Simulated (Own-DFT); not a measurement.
# A layer strained by its substrate: wurtzite GaN, 72 atoms (Ga36N36)

The numbers are computed, not measured, by runs of the plane-wave DFT program Own-DFT (in-house, retired, unreviewed) at fixed positions, with no spin and no spin-orbit coupling.

All runs used: PBE; PseudoDojo norm-conserving scalar-relativistic files (stringent for Ga); cutoff 96 hartree; 4 x 4 x 3 k mesh centred on Gamma; Gaussian smearing of 0.01 eV.

Limits: forces not confirmed at this smearing and k mesh; stress not checked against mesh or cutoff.

Unstrained cell vectors in Å: (9.567, 0.000, 0.000); (-4.784, 8.285, 0.000); (0.000, 0.000, 10.370). The unstrained cell has measured lattice constants (interpolated for alloys), not those of this functional. That, the random moves and any unrelaxed bonds set the pressure at no strain. Each run strains x and y alike by e, as a substrate would, and holds the height along z. Each atom got a random Gaussian move of width 0.05 Å along each axis. Stress is positive in tension.

```
e (%),u (Å),(s_xx + s_yy)/2 (GPa),s_zz (GPa)
-3.00,0.050,-25.72,-12.48
-2.50,0.050,-23.34,-9.73
-2.25,0.048,?,?
-1.00,0.049,-12.70,-7.82
-0.75,0.053,-11.92,-7.42
0.50,0.051,-3.09,-8.11
1.50,0.050,0.13,-4.67
1.75,0.050,1.58,-5.51
2.25,0.048,3.45,-3.97
3.00,0.052,6.28,-3.97
```

## What the rows give

With e as a fraction, the in-plane stress is -6.9 + 544 e - 3443 e² GPa (errors 12 and 716, scatter 0.70), and s_zz is -7.3 + 127 e GPa (slope ± 17, scatter 1.00). At e = 0 the first slope is C11 + C12 and the second 2 C13, both with the ions held to the strained lattice and at the cell's own pressure. The term in e² is negative: the layer stiffens under compression and softens under tension. A free layer would change its height as e changes, and the in-plane slope would drop by 2 C13²/C33 to the biaxial modulus. At fixed height, a misfit of 1 % moves the in-plane stress by about 5.4 GPa and s_zz by 1.3 GPa.

## Test on the hidden row

Question: what are the two stresses at e = -2.25 %?

The fitted form gives -20.9 and -10.2 GPa. DFT gave -21.15 and -9.81 GPa.
